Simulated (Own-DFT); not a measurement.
# Shaking the atoms of 4H SiC, 32 atoms (C16Si16)

These are calculations, not measurements. They come from Own-DFT, an in-house plane-wave density functional program, since retired, whose code no person has reviewed. Each row is one single-point run on a periodic cell that was not relaxed, without spin or spin-orbit coupling.

Settings of every run: PBE; PseudoDojo norm-conserving scalar-relativistic files; cutoff 42 hartree; 5 x 5 x 3 k mesh centred on Gamma; Fermi-Dirac smearing of 0.1 eV.

Known limits, some of them of some rows only: some atoms lie very close together; forces on such cells passed a denser k mesh, each cell not checked; stress not checked against mesh or cutoff.

Cell vectors in Å: (6.165, 0.000, 0.000); (-3.083, 5.339, 0.000); (0.000, 0.000, 10.068). In each run every atom was moved at random and independently from its ideal site; u is the rms move along one axis. E is the free energy for each atom above the fitted value at u = 0, and F the rms of the force components.

```
run   u (Å)  E (meV/atom)  F (eV/Å)  largest force (eV/Å)  P (GPa)
  1  0.0276          30.5     0.794                  2.79     3.56
  2  0.0288             ?         ?                     ?        ?
  3  0.0294          37.0     0.880                  2.44     3.82
  4  0.0580         131.9     1.721                  5.44     5.86
  5  0.0586         125.2     1.603                  5.28     5.52
  6  0.0635         148.2     1.941                  8.32     6.47
  7  0.1007         424.1     3.484                 12.73    12.89
  8  0.1010         401.2     3.465                 16.12    12.04
  9  0.1051         488.4     4.002                 19.97    15.13
```

## Worked fit

For small independent moves the energy grows as E = (3/2) K u², with K the mean stiffness felt by one atom. The runs with u up to 0.11 Å give K = 26.7 ± 1.0 eV/Å², with residuals divided by u² + 0.0006 Å², since the noise grows with the moves. The scatter is 8.0 meV/atom at u = 0.05 Å. The forces follow F = G u with G = 31.8 eV/Å²; no force at u = 0 is resolved. G exceeds K because the moves of its neighbours add to the force on an atom, and stiffness differs between atoms. The pressure follows P = 2.50 + 1034 u² GPa: at fixed volume, shortened bonds push harder than stretched ones pull.

## Withheld run

Question: what energy and rms force should run 2 give?

The fit gives 33 ± 4 meV/atom and about 0.92 eV/Å. The calculation gave 32.7 meV/atom and 0.801 eV/Å.
